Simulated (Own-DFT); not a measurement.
## Calculated data, Al₇GaN₈ (wurtzite random alloy, atoms displaced)

All values are calculated (Own-DFT development build). A calculation, not a measurement: plane-wave PBE density functional theory by an unreviewed code, no spin, of a simulated periodic cell, stress positive in tension, free energy of the whole cell less one offset for each atom, forces on such cells passed a denser k mesh, this cell's mesh not checked; offsets are fitted by least squares, one for each functional and potential file, so energies compare only between cells with the same atoms and settings and are not formation energies; the far tail of each file's local potential was reset to the Coulomb form; each entry is a single point on an unrelaxed cell, so the pressure reflects the starting lattice, mostly measured values, from which strain is counted, and rises with the displacements; printed positions are rounded, which can move forces by about a meV/angstrom; the program is a retired in-house code; no spin-orbit coupling.

Settings shared by all entries: functional PBE; potential files PseudoDojo norm-conserving, scalar-relativistic, standard set; wave cutoff 42 hartree; occupations Fermi-Dirac; smearing width 0.05 eV; k mesh 3 x 3 x 3 centred on Gamma.

(1) Al₇GaN₈ (wurtzite random alloy, atoms displaced)

```
CELL_PARAMETERS angstrom
12.48650 0.00000 0.00000
-6.24330 10.81360 0.00000
0.00000 0.00000 10.01480
ATOMIC_POSITIONS crystal
Al 0.07243 0.16011 0.00254
Al 0.16067 0.07547 0.25609
N 0.08347 0.16841 0.18085
N 0.17033 0.09249 0.43724
Al 0.09193 0.16820 0.50130
Al 0.16105 0.06703 0.75239
N 0.07751 0.17534 0.69672
N 0.17125 0.09119 0.92964
Al 0.08138 0.41184 0.99266
Al 0.16796 0.33482 0.25330
N 0.09418 0.41079 0.20064
N 0.16815 0.33990 0.44381
Al 0.09097 0.41977 0.50557
Al 0.16488 0.33020 0.74843
N 0.10460 0.43115 0.69498
N 0.17065 0.33399 0.92133
Al 0.09470 0.67155 0.99741
Al 0.16455 0.58712 0.25413
N 0.08371 0.67448 0.18234
N 0.15569 0.57295 0.45206
Al 0.09007 0.66641 0.49478
Al 0.16213 0.58991 0.76740
N 0.09090 0.67338 0.67813
N 0.16381 0.58699 0.93896
Ga 0.08028 0.90649 0.01469
Al 0.17043 0.84948 0.24836
N 0.08395 0.92018 0.19388
N 0.17262 0.84801 0.45041
Al 0.07881 0.91321 0.49088
Al 0.16932 0.83373 0.75932
N 0.08542 0.91558 0.69185
N 0.16720 0.84002 0.93502
Al 0.34236 0.17370 0.99488
Al 0.42246 0.09586 0.24332
N 0.33506 0.16687 0.17962
N 0.41274 0.08778 0.44542
Al 0.34089 0.17330 0.49084
Al 0.41634 0.08616 0.73565
N 0.33437 0.16528 0.69421
N 0.41596 0.07184 0.93707
Al 0.32283 0.42245 0.00071
Ga 0.42771 0.33474 0.26549
N 0.32816 0.40763 0.19179
N 0.42589 0.33647 0.44102
Ga 0.32935 0.42539 0.50810
Al 0.41992 0.32926 0.75513
N 0.34244 0.42172 0.69643
N 0.41189 0.33677 0.93707
Al 0.34019 0.66752 0.01372
Al 0.41358 0.58215 0.23973
N 0.34488 0.66711 0.20142
N 0.42111 0.58379 0.45120
Al 0.33576 0.66736 0.50862
Al 0.41680 0.58002 0.74937
N 0.34232 0.66418 0.70142
N 0.41229 0.58772 0.93756
Al 0.32357 0.90228 0.00766
Al 0.42622 0.84919 0.25454
N 0.32683 0.91832 0.19257
N 0.40124 0.82556 0.43952
Al 0.33184 0.92610 0.49360
Al 0.41993 0.83864 0.74787
N 0.33486 0.92361 0.69361
N 0.40247 0.82349 0.94670
Ga 0.59238 0.15854 0.00191
Al 0.66298 0.08357 0.23972
N 0.58431 0.17298 0.18690
N 0.67334 0.08131 0.44408
Ga 0.58174 0.15658 0.49870
Ga 0.66548 0.06963 0.74789
N 0.58486 0.15546 0.68402
N 0.66401 0.07647 0.93482
Al 0.57911 0.41195 0.00017
Al 0.66857 0.33036 0.24753
N 0.58137 0.41463 0.18119
N 0.66821 0.33379 0.43565
Al 0.56656 0.41161 0.49214
Al 0.65572 0.31898 0.75622
N 0.59605 0.43251 0.67570
N 0.66463 0.33251 0.94005
Ga 0.58918 0.66529 0.98296
Al 0.67566 0.59609 0.24781
N 0.58425 0.65933 0.19223
N 0.67879 0.59452 0.45461
Al 0.58186 0.67494 0.51064
Al 0.67482 0.59194 0.74130
N 0.57896 0.66432 0.68544
N 0.67348 0.58865 0.93902
Al 0.58471 0.91550 0.00029
Al 0.66582 0.83684 0.24977
N 0.58638 0.91641 0.19680
N 0.66371 0.82319 0.45587
Al 0.56727 0.90910 0.50880
Al 0.66967 0.83870 0.74778
N 0.59354 0.91968 0.69073
N 0.66046 0.82964 0.94496
Ga 0.82635 0.15660 0.00078
Al 0.90508 0.07727 0.24546
N 0.82235 0.16790 0.19306
N 0.91673 0.08229 0.43814
Al 0.83247 0.16426 0.50922
Al 0.92268 0.08893 0.74355
N 0.84390 0.17059 0.69073
N 0.90072 0.07795 0.94195
Al 0.83019 0.41618 0.00679
Al 0.91880 0.34952 0.25223
N 0.82894 0.41457 0.18856
N 0.90859 0.33088 0.44517
Al 0.83131 0.41504 0.50636
Al 0.90812 0.32333 0.74407
N 0.82915 0.41381 0.70194
N 0.91869 0.33592 0.93294
Al 0.83949 0.67610 0.99824
Al 0.93744 0.60132 0.25714
N 0.82081 0.66189 0.18461
N 0.92849 0.57927 0.44154
Al 0.82245 0.66439 0.48954
Al 0.92146 0.57936 0.74094
N 0.83047 0.66551 0.67461
N 0.91538 0.59070 0.95124
Al 0.83450 0.91189 0.00318
Al 0.91240 0.83733 0.24398
N 0.83093 0.91244 0.17985
N 0.91063 0.84045 0.42739
Al 0.82967 0.92873 0.49802
Al 0.91183 0.83391 0.73779
N 0.81716 0.90008 0.69926
N 0.91319 0.83367 0.93582
```

* free energy of cell above offsets: -28.495 eV
* pressure: 8.87 GPa
* stress xx: -10.19 GPa
* stress yy: -7.66 GPa
* stress zz: -8.77 GPa
* stress yz: -0.84 GPa
* stress xz: 0.16 GPa
* stress xy: 0.82 GPa

Force:
```tsv
element	x (eV/Å)	y (eV/Å)	z (eV/Å)
Al	1.449	0.897	-2.453
Al	-0.013	3.812	-2.038
N	-0.628	-1.192	2.675
N	1.296	-1.418	0.56
Al	-2.504	1.154	0.587
Al	-0.1	3.675	-0.065
N	3.048	-2.551	-2.638
N	-0.551	-1.04	2.527
Al	0.488	0.164	0.178
Al	2.455	-2.18	0.771
N	-5.254	3.055	-2.468
N	0.218	-2.4	-0.663
Al	-2.13	-1.756	1.2
Al	1.172	2.634	-1.301
N	-2.475	-1.288	-0.434
N	-1.839	-0.589	4.706
Al	-3.547	-0.216	-0.028
Al	1.732	-0.665	0.256
N	2.653	1.4	1.106
N	2.175	3.136	-2.834
Al	-0.947	1.44	1.059
Al	2.269	-0.459	-4.659
N	-0.357	-0.313	2.662
N	1.822	-0.934	3.589
Ga	-1.374	2.44	-3.883
Al	0.881	-2.408	1.988
N	-1.222	-1.064	1.639
N	-0.268	-2.655	-2.912
Al	-1.49	1.056	1.748
Al	-0.343	0.316	-3.317
N	-1.22	-1.786	-1.736
N	1.274	-2.057	2.094
Al	-0.654	-1.358	-0.738
Al	-0.673	-1.296	0.155
N	-0.868	-0.709	1.981
N	1.421	-0.7	-2.484
Al	-2.027	0.003	2.304
Al	1.239	-0.637	2.669
N	-1.112	0.535	-1.83
N	-0.545	0.931	0.101
Al	2.388	-1.07	-0.215
Ga	-1.919	-0.111	-4.942
N	-0.056	1.653	-0.225
N	-5.96	-3.259	0.858
Ga	1.601	-1.079	0.473
Al	-0.528	1.834	-1.284
N	-0.45	-2.535	0.07
N	1.011	0.487	0.81
Al	-1.126	-0.324	-1.141
Al	3.782	-2.073	2.381
N	-4.496	2.239	-0.935
N	-1.18	1.951	-2.302
Al	-0.537	-1.658	0.295
Al	0.679	0.497	0.792
N	-2.905	2.338	-1.423
N	0.748	-1.139	0.718
Al	0.232	3.16	-1.361
Al	-1.05	-2.626	-0.401
N	2.15	0.873	0.452
N	0.807	1.993	0.599
Al	0.892	-1.052	1.993
Al	-0.479	-1.324	1.098
N	0.785	-1.73	-1.395
N	2.084	1.463	-0.429
Ga	-3.997	1.284	-1.252
Al	0.028	0.465	2.624
N	0.801	-2.022	1.377
N	-0.958	-2.223	-1.201
Ga	0.237	2.309	-0.923
Ga	-0.029	4.699	0.491
N	-1.217	1.19	1.77
N	0.938	-1.554	0.515
Al	-0.494	1.186	-1.001
Al	-1.085	2.027	0.727
N	1.756	1.035	1.785
N	-0.888	-0.095	0.223
Al	8.173	5.168	2.91
Al	0.209	2.314	-1.644
N	-0.517	-3.746	2.026
N	0.341	-0.408	0.302
Ga	-1.891	-0.995	2.289
Al	-2.028	-3.694	2.171
N	-2.195	2.098	-0.257
N	-7.36	-4.745	-4.167
Al	1.638	-3.906	-1.247
Al	-0.852	-0.994	0.511
N	0.514	1.192	3.245
N	1.552	-1.829	-1.571
Al	-1.144	-1.355	0.166
Al	1.326	-2.779	0.95
N	-1.199	1.063	-1.288
N	-1.724	4.972	-3.038
Al	2.15	0.626	-1.77
Al	-2.172	-3.995	1.876
N	-2.404	-3.916	-1.018
N	0.64	2.428	-1.222
Ga	-1.049	3.226	0.805
Al	0.81	1.786	0.011
N	2.005	0.584	0.134
N	0.102	1.64	-0.099
Al	0.415	1.164	-2.169
Al	-1.29	-2.441	2.099
N	-1.062	-2.286	-0.374
N	4.366	-1.408	-1.498
Al	0.386	0.969	-2.044
Al	1.663	-2.556	0.838
N	0.731	1.871	0.452
N	1.734	0.078	0.08
Al	-0.64	-0.089	-0.069
Al	1.032	3.776	1.185
N	0.338	-0.799	-1.439
N	-0.741	-0.475	1.037
Al	-0.835	-1.893	-0.011
Al	-4.149	-2.9	-0.667
N	5.029	3.268	0.288
N	-2.085	1.053	-0.496
Al	6.78	3.524	1.769
Al	-1.655	1.41	1.073
N	2.274	1.289	1.407
N	2.397	-0.781	-1.745
Al	-1.727	0.394	-2.614
Al	0.404	-1.625	0.376
N	-1.188	1.027	2.216
N	1.1	-0.102	1.489
Al	0.89	-3.278	1.043
Al	1.862	-1.368	0.961
N	3.39	5.059	-2.739
N	0.647	0.599	-0.212
```

(2) Al₇GaN₈ (wurtzite random alloy, atoms displaced)

```
CELL_PARAMETERS angstrom
12.48650 0.00000 0.00000
-6.24330 10.81360 0.00000
0.00000 0.00000 10.01480
ATOMIC_POSITIONS crystal
Ga 0.08692 0.16179 0.00334
Al 0.17966 0.09581 0.25157
N 0.08738 0.16491 0.18941
N 0.16670 0.08237 0.43371
Al 0.08146 0.16275 0.50266
Al 0.16550 0.08362 0.76670
N 0.07330 0.16067 0.70257
N 0.17339 0.07357 0.93799
Al 0.06862 0.40364 0.01682
Al 0.15773 0.33023 0.25449
N 0.07828 0.39665 0.19327
N 0.17076 0.33046 0.43568
Al 0.08583 0.41773 0.49868
Al 0.16545 0.32662 0.75020
N 0.09314 0.41405 0.69032
N 0.16035 0.33200 0.93204
Al 0.08258 0.67433 0.00984
Al 0.16532 0.58750 0.24786
N 0.08496 0.67049 0.19818
N 0.16755 0.58868 0.44393
Al 0.08467 0.66854 0.50282
Al 0.17153 0.57090 0.75297
N 0.07874 0.66839 0.69722
N 0.18251 0.58922 0.94786
Al 0.07859 0.90556 0.99534
Al 0.16507 0.83898 0.25328
N 0.08099 0.91796 0.20550
N 0.16920 0.83364 0.43258
Al 0.08451 0.91089 0.50267
Al 0.16839 0.84131 0.76309
N 0.07956 0.91594 0.68702
N 0.16166 0.82801 0.92894
Al 0.33253 0.15742 0.00876
Al 0.41435 0.08073 0.25304
N 0.33093 0.16141 0.18758
N 0.40980 0.08009 0.43244
Al 0.33447 0.17333 0.50244
Al 0.42516 0.09188 0.74927
N 0.33311 0.16802 0.68564
N 0.42341 0.08355 0.93197
Al 0.32735 0.41079 0.00479
Al 0.41990 0.33455 0.24639
N 0.33905 0.42814 0.18392
N 0.40848 0.32230 0.44880
Al 0.33224 0.41312 0.50139
Al 0.42447 0.34571 0.75710
N 0.32970 0.41570 0.69318
N 0.41192 0.33070 0.94189
Al 0.33826 0.65549 0.00191
Al 0.40528 0.58498 0.26062
N 0.33256 0.66053 0.18133
N 0.40987 0.58850 0.46308
Al 0.33096 0.65579 0.50135
Ga 0.42733 0.59245 0.76144
N 0.32619 0.66269 0.68876
N 0.43906 0.58187 0.94433
Al 0.33491 0.91436 0.01366
Al 0.42423 0.84367 0.24891
N 0.33396 0.92538 0.19712
N 0.41813 0.83119 0.43508
Al 0.33597 0.91763 0.50087
Al 0.41419 0.83077 0.75993
N 0.33365 0.92200 0.68645
N 0.41931 0.82914 0.94149
Al 0.58018 0.16510 0.99610
Al 0.65745 0.06512 0.25135
N 0.58582 0.16534 0.20038
N 0.66633 0.08614 0.44091
Al 0.58777 0.16884 0.49534
Al 0.67564 0.08411 0.73764
N 0.58785 0.17595 0.68839
N 0.66843 0.07913 0.93731
Al 0.58217 0.40963 0.00278
Al 0.65676 0.33195 0.24144
N 0.58355 0.42286 0.18568
N 0.67778 0.35072 0.44995
Al 0.58917 0.41184 0.50950
Al 0.67102 0.33539 0.74186
N 0.58415 0.41015 0.70266
N 0.66852 0.33106 0.94480
Al 0.58559 0.66196 0.99555
Al 0.65604 0.57010 0.24817
N 0.57828 0.67068 0.19909
N 0.66308 0.58423 0.43563
Al 0.58305 0.67127 0.49852
Al 0.66876 0.59066 0.74637
N 0.58064 0.67037 0.70349
N 0.65791 0.57235 0.93810
Al 0.59083 0.91675 0.99101
Al 0.66398 0.83951 0.24722
N 0.58322 0.91826 0.19574
N 0.66355 0.83039 0.45148
Al 0.58726 0.91987 0.48792
Ga 0.65867 0.84089 0.76272
N 0.58086 0.92600 0.68992
N 0.66856 0.82811 0.94981
Ga 0.82338 0.16369 0.00431
Al 0.90981 0.07466 0.25137
N 0.83759 0.16901 0.19324
N 0.90118 0.07058 0.43770
Al 0.82699 0.16541 0.48658
Al 0.92192 0.08537 0.74038
N 0.83698 0.16462 0.69257
N 0.92039 0.07970 0.94251
Al 0.84222 0.41851 0.98259
Ga 0.90315 0.34583 0.24576
N 0.84815 0.42228 0.17463
N 0.91279 0.33762 0.43323
Al 0.83025 0.41682 0.49462
Al 0.90992 0.32841 0.74829
N 0.83677 0.42829 0.69611
N 0.91539 0.33462 0.93801
Al 0.82239 0.66889 0.01050
Al 0.91048 0.56964 0.24431
N 0.82700 0.67727 0.19162
N 0.91633 0.58327 0.45361
Al 0.83843 0.67293 0.50127
Ga 0.90983 0.56856 0.73880
N 0.83993 0.66749 0.70096
N 0.91506 0.57853 0.94662
Al 0.83118 0.90775 0.99855
Al 0.91231 0.82811 0.25268
N 0.84136 0.91344 0.18571
N 0.91521 0.83048 0.44886
Ga 0.82152 0.90452 0.51231
Ga 0.91216 0.83039 0.74353
N 0.83555 0.89954 0.68646
N 0.92291 0.83713 0.92902
```

* free energy of cell above offsets: -28.120 eV
* pressure: 9.11 GPa
* stress xx: -9.05 GPa
* stress yy: -9.64 GPa
* stress zz: -8.65 GPa
* stress yz: -0.36 GPa
* stress xz: -1.62 GPa
* stress xy: 0.71 GPa

Force:
```tsv
element	x (eV/Å)	y (eV/Å)	z (eV/Å)
Ga	-0.45	0.234	-0.821
Al	-2.605	-2.824	0.47
N	-0.631	0.32	1.767
N	-0.179	0.298	1.84
Al	0.066	-0.763	-0.396
Al	0.638	-0.385	-4.645
N	4.118	1.685	-2.701
N	-0.221	-0.115	2.929
Al	2.273	1.588	-3.066
Al	3.727	-1.583	-0.404
N	-3.572	3.873	0.377
N	-1.35	-0.058	1.468
Al	-0.197	-0.023	-0.027
Al	0.176	0.497	0.093
N	-2.637	-1.15	-1.15
N	0.748	0.472	2.112
Al	0.974	-2.2	-1.836
Al	1.336	-0.859	0.225
N	-0.812	-0.231	-0.655
N	0.455	-1.495	-1.237
Al	-0.105	0.639	1.019
Al	-2.486	1.936	1.28
N	2.425	0.237	-0.909
N	-2.878	-2.146	-0.335
Al	-0.166	1.447	1.522
Al	0.086	-0.47	-0.019
N	0.328	0.155	-2.478
N	0.237	-0.259	2.075
Al	-0.371	1.242	-0.764
Al	0.099	-1.077	-6.271
N	1.646	1.334	0.84
N	1.285	0.929	6.407
Al	0.098	1.072	-2.848
Al	0.121	1.735	-0.008
N	2.046	2.058	0.626
N	1.336	1.381	1.953
Al	-0.237	-4.547	0.72
Al	-1.422	-0.99	-1.338
N	-0.049	0.501	1.88
N	-1.053	-0.974	2.202
Al	0.075	0.606	-1.716
Al	-1.932	-0.175	0.654
N	-0.075	-2.058	2.646
N	1.464	4.828	-2.714
Al	0.068	0.569	1.024
Al	-1.249	-2.35	-0.657
N	1.118	-0.074	-0.315
N	0.88	-0.879	1.351
Al	0.909	1.051	-0.696
Al	2.553	0.104	-0.144
N	-1.689	1.955	2.316
N	5.704	-3.658	-3.775
Al	-5.179	4.251	1.825
Ga	-3.373	-2.633	-1.141
N	1.441	1.771	0.687
N	-6.038	-2.3	0.304
Al	-0.077	-0.062	-2.741
Al	-1.721	-2.796	0.253
N	0.855	-2.267	-1.257
N	0.075	0.315	0.38
Al	-0.453	-0.614	-0.286
Al	-1.4	0.249	-2.386
N	0.757	-0.271	1.345
N	0.215	0.412	1.632
Al	1.669	0.083	0.522
Al	0.545	6.555	0.481
N	-0.554	-0.251	-1.145
N	-0.356	-0.893	-0.648
Al	-2.072	0.241	0.259
Al	-2.17	0.988	1.685
N	1.6	-1.298	-0.946
N	-2.325	-0.356	-1.049
Al	-0.789	0.459	-2.197
Al	1.938	0.331	0.744
N	0.677	-3.682	0.138
N	-0.775	-4.219	-3.232
Al	-3.757	1.991	0.473
Al	0.012	0.101	2.173
N	-0.642	2.384	-1.754
N	0.174	-0.146	-0.4
Al	2.31	1.253	3.19
Al	-0.858	5.701	1.348
N	0.424	-0.68	-0.386
N	0.399	-0.881	1.674
Al	-0.079	-1.867	0.909
Al	1.151	-0.95	0.823
N	3.137	1.27	-3.01
N	1.211	1.272	0.507
Al	-1.405	-0.468	1.173
Al	2.926	-2.244	0.705
N	0.132	-2.089	-2.496
N	-1.796	0.615	-2.683
Al	-1.314	-1.112	2.147
Ga	2.127	-0.419	-1.873
N	-0.027	-1.512	-0.834
N	-0.596	0.473	0.3
Ga	3.149	0.484	-0.073
Al	1.387	1.042	-0.894
N	-1.474	-1.488	1.135
N	0.811	1.993	0.709
Al	2.083	0.925	0.841
Al	-2.446	-3.207	2.787
N	-0.527	0.662	-1.957
N	-1.596	-1.006	-1.159
Al	-2.477	0.016	1.38
Ga	8.697	-6.603	3.562
N	-8.882	2.438	-3.333
N	0.744	-0.637	2.232
Al	2.63	1.959	1.965
Al	1.737	1.254	-0.038
N	0.688	-12.66	-3.867
N	0.91	-0.993	-0.964
Al	2.003	-0.673	-2.737
Al	-0.785	4.682	1.359
N	1.078	-4.254	0.22
N	-0.049	-0.202	-2.441
Al	-0.573	-1.887	0.763
Ga	0.83	11.54	4.471
N	-2.53	-2.149	-2.473
N	-0.487	2.289	0.497
Al	1.491	2.175	-0.023
Al	0.845	2.24	1.847
N	-2.85	0.195	0.511
N	0.644	0.567	-1.645
Ga	1.625	1.198	-2.726
Ga	4.812	-1.214	1.785
N	-6.732	4.766	2.084
N	-1.395	-1.562	3.098
```
